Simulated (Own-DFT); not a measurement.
# How strain changes the stress of wurtzite AlGaN with randomly placed atoms, 96 atoms (Al36Ga12N48)

All numbers below are calculated, not measured. The program, named Own-DFT, is a retired in-house plane-wave density functional code that no person has reviewed. Each row is one single-point run on a periodic cell that was not relaxed, without spin or spin-orbit coupling.

Settings of every run: PBE; PseudoDojo norm-conserving scalar-relativistic files (stringent for Ga); cutoff 96 hartree; 3 x 4 x 3 k mesh centred on Gamma; Gaussian smearing of 0.01 eV.

Known limits: k mesh not checked against a denser one; stress not checked against mesh or cutoff.

Unstrained cell vectors in Å: (12.525, 0.000, 0.000); (-4.697, 8.135, 0.000); (0.000, 0.000, 10.066). The unstrained cell has measured lattice constants (interpolated for alloys), not those of this functional. That, the random moves and any unrelaxed bonds set the pressure at no strain. Each run strains this cell uniformly, with the atoms carried along. Every atom was also moved at random, by a Gaussian of width 0.05 Å on each axis. The random placing of the alloy's atoms differs from row to row. Strain is the symmetric tensor, in per cent. Stress is positive in tension, and the pressure is minus a third of its trace.

```
run,e_xx (%),e_yy (%),e_zz (%),s_xx (GPa),s_yy (GPa),s_zz (GPa),P (GPa),E (meV/atom)
1,-2.75,-2.75,0.00,-24.52,-24.14,-10.55,19.74,64.2
2,-1.00,-1.00,0.00,-14.11,-11.93,-7.02,11.02,37.1
3,1.00,1.00,0.00,-1.18,-2.15,-3.79,2.37,18.2
4,1.75,1.75,0.00,1.73,1.95,-0.70,-0.99,0.0
5,0.50,0.50,0.00,-2.44,-3.47,-6.66,4.19,10.2
6,-0.75,-0.75,0.00,-8.31,-11.31,-8.85,9.49,20.1
7,-1.25,-1.25,0.00,-12.74,-16.49,-7.54,12.26,40.4
8,2.75,2.75,0.00,6.66,6.35,-1.13,-3.96,23.1
9,-1.75,-1.75,0.00,?,?,?,?,?
```

E is the free energy for each atom above the lowest run shown.

## Worked fit

The change of volume is close to e_xx + e_yy + e_zz. A straight line through the runs shown gives P = 6.96 - 216 x (fractional change of volume) GPa, with an error of 8 on the slope and a scatter of 0.76 GPa. The strain isn't the same on all axes and the cell isn't cubic, so the slope belongs to this path and is not the bulk modulus.

## Withheld run

Question: what pressure should run 9 give? Its volume changes by -3.47 %.

The line gives 14.5 GPa. The calculation gave 14.36 GPa.
